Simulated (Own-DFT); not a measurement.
# Stretching a layer in its plane: wurtzite AlGaN with randomly placed atoms, 72 atoms (Al9Ga27N36)

Source: density functional calculations with Own-DFT, an unreviewed in-house program that is no longer used. Nothing was measured or relaxed, and spin and spin-orbit coupling are left out.

Method: PBE; PseudoDojo norm-conserving scalar-relativistic files (stringent for Ga); cutoff 96 hartree; 4 x 4 x 3 k mesh centred on Gamma; Gaussian smearing of 0.01 eV.

Known weak points: forces on such cells passed a denser k mesh, each cell not checked; stress not checked against mesh or cutoff.

Unstrained cell vectors in Å: (9.509, 0.000, 0.000); (-4.755, 8.235, 0.000); (0.000, 0.000, 10.268). The unstrained cell has measured lattice constants (interpolated for alloys), not those of this functional. That, the random moves and any unrelaxed bonds set the pressure at no strain. Each run strains x and y alike by e, as a substrate would, and holds the height along z. Random moves of width 0.05 Å per axis were added to every atom. The random placing of the alloy's atoms differs from row to row. Stress is positive in tension.

```
e (%)  u (Å)  (s_xx + s_yy)/2 (GPa)  s_zz (GPa)
-3.00  0.049                 -25.89      -11.82
-2.50  0.047                 -23.11      -10.78
-1.25  0.052                      ?           ?
-0.50  0.049                 -10.05       -7.20
 0.25  0.049                  -5.26       -7.05
 0.50  0.052                  -3.98       -6.78
 1.00  0.052                  -2.45       -4.33
 1.50  0.053                   0.89       -6.77
 1.75  0.047                   1.15       -4.57
 2.00  0.051                   3.21       -5.75
```

## Worked fit

With e as a fraction, the in-plane stress is -7.1 + 553 e - 2859 e² GPa (errors 13 and 766, scatter 0.52), and s_zz is -7.4 + 131 e GPa (slope ± 20, scatter 1.01). At e = 0 the first slope is C11 + C12 and the second 2 C13, both with the ions held to the strained lattice and at the cell's own pressure. The term in e² is negative: the layer stiffens under compression and softens under tension. A free layer would change its height as e changes, and the in-plane slope would drop by 2 C13²/C33 to the biaxial modulus. At fixed height, a misfit of 1 % moves the in-plane stress by about 5.5 GPa and s_zz by 1.3 GPa.

## Test on the hidden row

Q: what are the two stresses at e = -1.25 %?

From the fit: -14.4 and -9.0 GPa. Computed: -12.65 and -11.73 GPa. This run lies off the fit, by chance or by something that the fit leaves out.
